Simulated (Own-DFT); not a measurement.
## Calculated data, GaP (zincblende, atoms displaced)

Computed with Own-DFT development build. A calculation, not a measurement: plane-wave PBE density functional theory by an unreviewed code, no spin, of a simulated periodic cell, stress positive in tension, free energy of the whole cell less one offset for each atom, forces on such cells passed a denser k mesh, this cell's mesh not checked; offsets are fitted by least squares, one for each functional and potential file, so energies compare only between cells with the same atoms and settings and are not formation energies; the far tail of each file's local potential was reset to the Coulomb form; each entry is a single point on an unrelaxed cell, so the pressure reflects the starting lattice, mostly measured values (interpolated for alloys), from which strain is counted, and rises with the displacements; printed positions are rounded, which can move forces by about a meV/angstrom; the program, named Own-DFT, is a retired in-house code; no spin-orbit coupling.

Common to all runs: functional PBE; potential files PseudoDojo norm-conserving, scalar-relativistic, standard set; wave cutoff 42 hartree; occupations Fermi-Dirac; smearing width 0.1 eV; k mesh 3 x 3 x 3 centred on Gamma.

```yaml
- entry: 1
  formula: GaP
  kind: "zincblende, atoms displaced"
  structure:
    cell_angstrom: [[10.901, 0.0, 0.0], [0.0, 10.901, 0.0], [0.0, 0.0, 10.901]]
    atoms_fractional:
      - [Ga, 0.00387, 0.00415, 0.00013]
      - [Ga, 0.99857, 0.25022, 0.24756]
      - [Ga, 0.24995, 0.00128, 0.2477]
      - [Ga, 0.2479, 0.251, 0.00138]
      - [P, 0.12341, 0.12796, 0.12124]
      - [P, 0.12588, 0.37632, 0.37544]
      - [P, 0.37223, 0.12625, 0.37516]
      - [P, 0.3748, 0.37361, 0.12517]
      - [Ga, 0.99622, 0.99638, 0.49875]
      - [Ga, 0.00147, 0.24938, 0.7481]
      - [Ga, 0.24982, 0.00254, 0.74889]
      - [Ga, 0.24934, 0.24936, 0.49559]
      - [P, 0.1237, 0.12429, 0.62112]
      - [P, 0.12635, 0.37477, 0.87555]
      - [P, 0.37318, 0.12447, 0.87497]
      - [P, 0.3766, 0.375, 0.6269]
      - [Ga, 0.00134, 0.50072, 0.9976]
      - [Ga, 0.00295, 0.74889, 0.24993]
      - [Ga, 0.24856, 0.49802, 0.25539]
      - [Ga, 0.24869, 0.74662, 0.99988]
      - [P, 0.12556, 0.62397, 0.12667]
      - [P, 0.12331, 0.87526, 0.37466]
      - [P, 0.37667, 0.62505, 0.37351]
      - [P, 0.37253, 0.87596, 0.12206]
      - [Ga, 0.00163, 0.50139, 0.50113]
      - [Ga, 0.99939, 0.74905, 0.74688]
      - [Ga, 0.24971, 0.50073, 0.75103]
      - [Ga, 0.2511, 0.74843, 0.50006]
      - [P, 0.12511, 0.62556, 0.62532]
      - [P, 0.12425, 0.87922, 0.87752]
      - [P, 0.37469, 0.62311, 0.87528]
      - [P, 0.37336, 0.87706, 0.62408]
      - [Ga, 0.49859, 0.99751, 0.00135]
      - [Ga, 0.50323, 0.251, 0.24836]
      - [Ga, 0.75215, 0.99912, 0.25172]
      - [Ga, 0.74964, 0.24885, 0.99821]
      - [P, 0.62203, 0.12481, 0.12619]
      - [P, 0.62103, 0.37741, 0.37398]
      - [P, 0.87264, 0.12267, 0.37427]
      - [P, 0.87824, 0.37341, 0.12397]
      - [Ga, 0.4998, 0.99776, 0.50098]
      - [Ga, 0.50046, 0.24821, 0.75091]
      - [Ga, 0.74853, 0.00157, 0.74851]
      - [Ga, 0.7481, 0.24778, 0.49718]
      - [P, 0.62536, 0.12596, 0.62453]
      - [P, 0.62518, 0.37486, 0.87494]
      - [P, 0.87614, 0.12583, 0.87741]
      - [P, 0.87251, 0.37511, 0.62578]
      - [Ga, 0.49975, 0.50108, 0.99997]
      - [Ga, 0.50013, 0.748, 0.24741]
      - [Ga, 0.75239, 0.50298, 0.24715]
      - [Ga, 0.74965, 0.75102, 6.0e-05]
      - [P, 0.6227, 0.62765, 0.12426]
      - [P, 0.62564, 0.87594, 0.37509]
      - [P, 0.87769, 0.62163, 0.37845]
      - [P, 0.87857, 0.87597, 0.12552]
      - [Ga, 0.5015, 0.49902, 0.50089]
      - [Ga, 0.50053, 0.7494, 0.75027]
      - [Ga, 0.75095, 0.50216, 0.74993]
      - [Ga, 0.7525, 0.74784, 0.49506]
      - [P, 0.62821, 0.6247, 0.62456]
      - [P, 0.62314, 0.87597, 0.8713]
      - [P, 0.8774, 0.62636, 0.8754]
      - [P, 0.87516, 0.8736, 0.6266]
  results:
    "free_energy_of_cell_above_offsets [eV]": "-35.747"
    "pressure [GPa]": 2.71
    "stress_xx [GPa]": -2.71
    "stress_yy [GPa]": -2.72
    "stress_zz [GPa]": -2.71
    "stress_yz [GPa]": -0.17
    "stress_xz [GPa]": 0.19
    "stress_xy [GPa]": 0.19
    force_element: [Ga, Ga, Ga, Ga, P, P, P, P, Ga, Ga, Ga, Ga, P, P, P, P, Ga, Ga, Ga, Ga, P, P, P, P, Ga, Ga, Ga, Ga, P, P, P, P, Ga, Ga, Ga, Ga, P, P, P, P, Ga, Ga, Ga, Ga, P, P, P, P, Ga, Ga, Ga, Ga, P, P, P, P, Ga, Ga, Ga, Ga, P, P, P, P]
    "force_x [eV/angstrom]": [-0.54, 0.178, -0.222, 0.407, 0.271, -0.537, 0.635, -0.055, 0.178, -0.146, -0.196, 0.072, -0.016, -0.159, 0.169, -0.308, 0.044, -0.319, 0.386, -0.052, 0.062, 0.371, -0.052, 0.086, -0.069, 0.28, 0.056, -0.05, 0.203, 0.165, 0.059, 0.104, 0.062, -0.571, -0.322, -0.098, 0.558, 0.753, 0.407, -0.53, -0.069, -0.086, 0.303, 0.011, -0.183, 0.028, -0.086, 0.268, -0.034, -0.215, -0.152, 0.106, 0.466, -0.125, -0.012, -0.193, -0.222, -0.217, 0.005, -0.171, -0.28, 0.237, -0.276, -0.366]
    "force_y [eV/angstrom]": [-0.335, -0.111, 0.034, 0.038, -0.11, -0.34, -0.257, 0.284, 0.202, 0.075, -0.111, 0.239, 0.006, 0.036, 0.13, -0.118, -0.078, -0.013, 0.184, 0.323, -0.234, -0.045, -0.075, -0.414, -0.496, 0.351, -0.206, 0.236, -0.06, -0.622, 0.297, -0.416, 0.282, -0.078, -0.06, 0.09, -0.275, -0.12, 0.389, 0.365, 0.356, 0.107, 0.002, 0.444, -0.136, 0.166, -0.158, -0.119, -0.334, 0.636, -0.324, 0.263, -0.3, -0.325, 0.325, -0.05, 0.228, -0.051, -0.18, 0.268, 0.203, -0.015, -0.033, 0.035]
    "force_z [eV/angstrom]": [-0.004, 0.449, 0.099, -0.257, 0.704, 0.066, -0.304, 0.103, 0.122, 0.079, 0.026, 0.622, 0.033, -0.253, 0.18, -0.265, 0.23, 0.106, -0.62, -0.103, -0.071, -0.028, 0.292, 0.364, 0.29, 0.529, -0.138, -0.176, 0.008, -0.523, -0.089, 0.24, -0.31, 0.239, -0.467, 0.321, -0.221, -0.161, 0.046, -0.201, -0.155, 0.074, 0.187, 0.043, -0.095, -0.007, -0.48, -0.265, 0.05, 0.23, 0.152, -0.116, -0.163, -0.163, -0.727, -0.107, 0.172, -0.302, 0.215, 0.463, -0.107, 0.453, -0.025, -0.284]
- entry: 2
  formula: GaP
  kind: "zincblende, atoms displaced"
  structure:
    cell_angstrom: [[10.901, 0.0, 0.0], [0.0, 10.901, 0.0], [0.0, 0.0, 10.901]]
    atoms_fractional:
      - [Ga, 0.00153, 9.0e-05, 0.00458]
      - [Ga, 0.99842, 0.25169, 0.25131]
      - [Ga, 0.25135, 0.99901, 0.25003]
      - [Ga, 0.25126, 0.24779, 0.00209]
      - [P, 0.12191, 0.12802, 0.12276]
      - [P, 0.12311, 0.37736, 0.37267]
      - [P, 0.37102, 0.12433, 0.37714]
      - [P, 0.37423, 0.37479, 0.12527]
      - [Ga, 0.99768, 0.9992, 0.50033]
      - [Ga, 0.00047, 0.25056, 0.75031]
      - [Ga, 0.25214, 0.99954, 0.7504]
      - [Ga, 0.25308, 0.2526, 0.50271]
      - [P, 0.12359, 0.12506, 0.62414]
      - [P, 0.12393, 0.37297, 0.8754]
      - [P, 0.3767, 0.12599, 0.87596]
      - [P, 0.37269, 0.37399, 0.62347]
      - [Ga, 0.00041, 0.49621, 0.00134]
      - [Ga, 0.00265, 0.751, 0.25061]
      - [Ga, 0.25119, 0.49447, 0.25044]
      - [Ga, 0.24766, 0.75134, 0.00035]
      - [P, 0.12568, 0.62325, 0.12603]
      - [P, 0.12254, 0.87531, 0.37471]
      - [P, 0.37544, 0.62563, 0.37576]
      - [P, 0.3746, 0.87676, 0.12347]
      - [Ga, 0.00067, 0.50069, 0.50117]
      - [Ga, 0.00194, 0.74974, 0.75111]
      - [Ga, 0.24856, 0.50079, 0.74998]
      - [Ga, 0.24829, 0.7498, 0.49865]
      - [P, 0.12589, 0.62297, 0.62551]
      - [P, 0.12271, 0.87455, 0.8733]
      - [P, 0.37661, 0.62529, 0.87126]
      - [P, 0.37242, 0.87369, 0.62593]
      - [Ga, 0.49933, 0.00149, 0.99927]
      - [Ga, 0.49994, 0.24827, 0.24916]
      - [Ga, 0.75502, 0.00126, 0.24742]
      - [Ga, 0.75015, 0.24535, 0.00231]
      - [P, 0.62373, 0.12199, 0.12393]
      - [P, 0.62215, 0.37513, 0.37577]
      - [P, 0.87373, 0.12644, 0.37366]
      - [P, 0.87507, 0.37431, 0.12522]
      - [Ga, 0.4984, 0.9957, 0.49707]
      - [Ga, 0.49873, 0.24706, 0.75008]
      - [Ga, 0.74804, 0.00152, 0.75244]
      - [Ga, 0.74943, 0.25399, 0.50034]
      - [P, 0.62605, 0.12685, 0.6243]
      - [P, 0.62476, 0.37473, 0.87633]
      - [P, 0.8776, 0.127, 0.8735]
      - [P, 0.87582, 0.37008, 0.62825]
      - [Ga, 0.50216, 0.50135, 0.99429]
      - [Ga, 0.49925, 0.74975, 0.2487]
      - [Ga, 0.7494, 0.49896, 0.24793]
      - [Ga, 0.75114, 0.75107, 0.99792]
      - [P, 0.62296, 0.6207, 0.12307]
      - [P, 0.62674, 0.8754, 0.37356]
      - [P, 0.87254, 0.62187, 0.37548]
      - [P, 0.87714, 0.8738, 0.12598]
      - [Ga, 0.50048, 0.50164, 0.50238]
      - [Ga, 0.49908, 0.75172, 0.75065]
      - [Ga, 0.7499, 0.50172, 0.74918]
      - [Ga, 0.75199, 0.74778, 0.50092]
      - [P, 0.62569, 0.62413, 0.62533]
      - [P, 0.62382, 0.8761, 0.87752]
      - [P, 0.87669, 0.6229, 0.87435]
      - [P, 0.87131, 0.87354, 0.62786]
  results:
    "free_energy_of_cell_above_offsets [eV]": "-35.752"
    "pressure [GPa]": 2.7
    "stress_xx [GPa]": -2.7
    "stress_yy [GPa]": -2.7
    "stress_zz [GPa]": -2.71
    "stress_yz [GPa]": -0.33
    "stress_xz [GPa]": -0.11
    "stress_xy [GPa]": -0.11
    force_element: [Ga, Ga, Ga, Ga, P, P, P, P, Ga, Ga, Ga, Ga, P, P, P, P, Ga, Ga, Ga, Ga, P, P, P, P, Ga, Ga, Ga, Ga, P, P, P, P, Ga, Ga, Ga, Ga, P, P, P, P, Ga, Ga, Ga, Ga, P, P, P, P, Ga, Ga, Ga, Ga, P, P, P, P, Ga, Ga, Ga, Ga, P, P, P, P]
    "force_x [eV/angstrom]": [-0.246, 0.084, -0.447, -0.116, 0.435, 0.206, 0.426, 0.438, -0.154, 0.233, -0.349, -0.821, 0.254, 0.391, -0.327, 0.481, 0.014, -0.316, 0.009, 0.153, 0.063, 0.274, -0.121, 0.013, -0.285, -0.295, 0.114, -0.016, -0.155, 0.313, -0.407, 0.243, -0.047, -0.168, -0.447, 0.01, 0.163, 0.164, 0.079, -0.228, 0.146, 0.227, 0.084, -0.019, -0.301, 0.237, -0.186, -0.069, -0.453, 0.161, -0.156, -0.049, 0.27, 0.136, 0.363, -0.112, -0.179, 0.255, 0.063, -0.278, -0.129, 0.032, -0.006, 0.345]
    "force_y [eV/angstrom]": [-0.021, -0.075, 0.262, 0.279, -0.285, -0.41, 0.048, -0.021, 0.042, -0.242, 0.205, -0.25, -0.032, 0.118, -0.2, 0.375, 0.291, -0.508, 0.64, -0.238, -0.035, 0.114, -0.148, -0.199, -0.267, -0.172, -0.321, -0.069, 0.367, 0.304, 0.1, 0.02, -0.176, -0.053, -0.153, 0.365, 0.132, 0.078, 0.042, -0.129, 0.358, 0.457, 0.085, -0.281, -0.408, -0.32, -0.472, 0.795, -0.256, -0.006, -0.121, -0.345, 0.647, -0.193, 0.29, -0.084, -0.128, -0.052, -0.411, 0.145, 0.305, -0.048, 0.144, 0.118]
    "force_z [eV/angstrom]": [-0.633, -0.087, -0.129, -0.219, 0.645, 0.545, -0.233, -0.345, 0.094, -0.001, 0.031, -0.472, 0.089, 0.046, -0.069, 0.559, -0.076, 0.068, 0.028, -0.191, -0.038, 0.125, -0.135, 0.046, 0.053, -0.257, 0.111, 0.063, -0.114, 0.331, 0.421, -0.236, 0.052, 0.179, 0.168, -0.277, 0.27, -0.169, 0.311, -0.006, 0.321, -0.136, -0.081, -0.114, -0.164, -0.323, 0.405, -0.373, 0.332, -0.018, 0.167, 0.247, 0.033, -0.105, -0.18, -0.159, -0.149, -0.188, 0.152, -0.161, 0.108, -0.236, 0.154, -0.078]
```
